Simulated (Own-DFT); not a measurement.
# How HSE06 shifts the pressure of corundum Al2O3, 78 atoms (Al32O46), with two O vacancies

All values are computed. Each geometry was run twice at fixed positions with Own-DFT, a retired in-house plane-wave program that no person has reviewed: with PBE, and with HSE06 (exact exchange share 0.25 at short range, screening 0.11 per bohr, Gygi-Baldereschi treatment of its divergence). Both used PseudoDojo norm-conserving files made for PBE, a cutoff of 48 hartree, the Gamma point alone, fixed occupations, a neutral cell and no spin. The unstrained cell is 7.9 Å across at its thinnest, so Gamma alone is coarse and defects feel their images. The oxygen file's force components were 24 meV/Å off all-electron values in a glass.

Unstrained cell vectors in Å: (5.494, 0.000, 8.660); (-2.747, 4.758, 8.660); (-2.747, -4.758, 8.660), volume V0 = 679.1 Å³, from measured lattice constants. Each geometry has its own random strain of a few per cent, its own defect sites and random moves of rms u per axis. HSE06 gave the energy alone. D is its energy less that of PBE, over the lowest D shown. The PBE stress wasn't checked against mesh or cutoff.

```
run  V - V0 (Å³)   u (Å)  P with PBE (GPa)  D (eV)
  1         -3.2  0.0515             10.30   0.866
  2        -12.8  0.0291             12.08   0.318
  3         10.1  0.0281              3.61   1.293
  4        -18.5  0.0512             16.34   0.289
  5         -2.0  0.0322              8.63   0.759
  6          0.3  0.0442              7.83   0.994
  7        -19.2  0.0510             16.42   0.273
  8         -6.2  0.0519             12.02   0.723
  9         -9.2  0.0502             13.13   0.605
 10        -23.4  0.0494             19.10   0.000
 11         21.0  0.0512              1.90   1.754
 12         -6.8  0.0499             11.76   0.757
 13          8.7  0.0539              6.80       ?
```

## Worked fit

D = 0.79 + 0.0390 (V - V0) + 74 u² eV, with an error of 0.0011 on the volume slope, 18 on the last term and a scatter of 0.04 eV. Pressure is -dE/dV, and 1 eV/Å³ is 160.2 GPa, so HSE06 changes the pressure by -6.3 ± 0.2 GPa. With the ions held to the strained lattice, the PBE pressure falls by 259 ± 8 GPa per unit of volume strain; the shape of the strain isn't fitted, so the true error is larger, and a relaxed crystal would be softer. On that slope HSE06's volume at a given pressure is about 2.4 % smaller, or 0.8 % in lengths. At u = 0 and V0 the PBE pressure is 6.4 GPa, which puts the zero-pressure volume, against the measured cell and with the defects in, at +2.5 % for PBE and +0.1 % for HSE06, each good to a few tenths of a per cent.

## The run left out

The question: what D should run 13 give?

The fit gives 1.34 eV, with rows scattering by 0.04. The hidden result is 1.340 eV.
